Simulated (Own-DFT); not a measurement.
# How strain changes the stress of diamond-structure GeSn with randomly placed atoms, 64 atoms (Ge52Sn12)

All numbers below are calculated, not measured. The program, named Own-DFT, is a retired in-house plane-wave density functional code that no person has reviewed. Each row is one single-point run on a periodic cell that was not relaxed, without spin or spin-orbit coupling.

Settings of every run: PBE; PseudoDojo norm-conserving scalar-relativistic files; cutoff 49 hartree; 3 x 3 x 3 k mesh centred on Gamma; Fermi-Dirac smearing of 0.1 eV.

Known limits: forces on such cells moved up to 12 meV/angstrom on a denser k mesh; stress not checked against mesh or cutoff.

Unstrained cell vectors in Å: (11.628, 0.000, 0.000); (0.000, 11.628, 0.000); (0.000, 0.000, 11.628). The unstrained cell has measured lattice constants (interpolated for alloys), not those of this functional. That, the random moves and any unrelaxed bonds set the pressure at no strain. Each run strains this cell uniformly, with the atoms carried along. Every atom was also moved at random, by a Gaussian of width 0.05 Å on each axis. The random placing of the alloy's atoms differs from row to row. Strain is the symmetric tensor, in per cent. Stress is positive in tension, and the pressure is minus a third of its trace.

```
run  e_xx (%)  e_yy (%)  e_zz (%)  s_xx (GPa)  s_yy (GPa)  s_zz (GPa)  P (GPa)  E (meV/atom)
  1     -3.00     -3.00      0.00      -11.33      -11.35       -9.61    10.76         121.0
  2      1.50      1.50      0.00       -3.26       -3.15       -3.88     3.43          23.5
  3      1.25      1.25      0.00       -3.56       -3.53       -4.26     3.78          28.5
  4      2.50      2.50      0.00       -1.82       -1.90       -2.96     2.23          18.7
  5     -2.75     -2.75      0.00      -10.63      -10.76       -9.21    10.20         107.4
  6     -2.25     -2.25      0.00       -9.42       -9.80       -8.25     9.16          85.2
  7     -1.75     -1.75      0.00       -8.54       -8.67       -7.64     8.28          75.7
  8      3.00      3.00      0.00       -1.04       -0.90       -2.32     1.42           0.0
  9      0.50      0.50      0.00           ?           ?           ?        ?             ?
```

E is the free energy for each atom above the lowest run shown.

## Worked fit

The change of volume is close to e_xx + e_yy + e_zz. A straight line through the runs shown gives P = 5.91 - 77 x (fractional change of volume) GPa, with an error of 2 on the slope and a scatter of 0.25 GPa. The strain isn't the same on all axes, but the crystal is cubic, so the slope still estimates the bulk modulus, averaged over pressures from 1.4 to 10.8 GPa.

## Withheld run

Question: what pressure should run 9 give? Its volume changes by 1.00 %.

The line gives 5.1 GPa. The calculation gave 4.67 GPa.
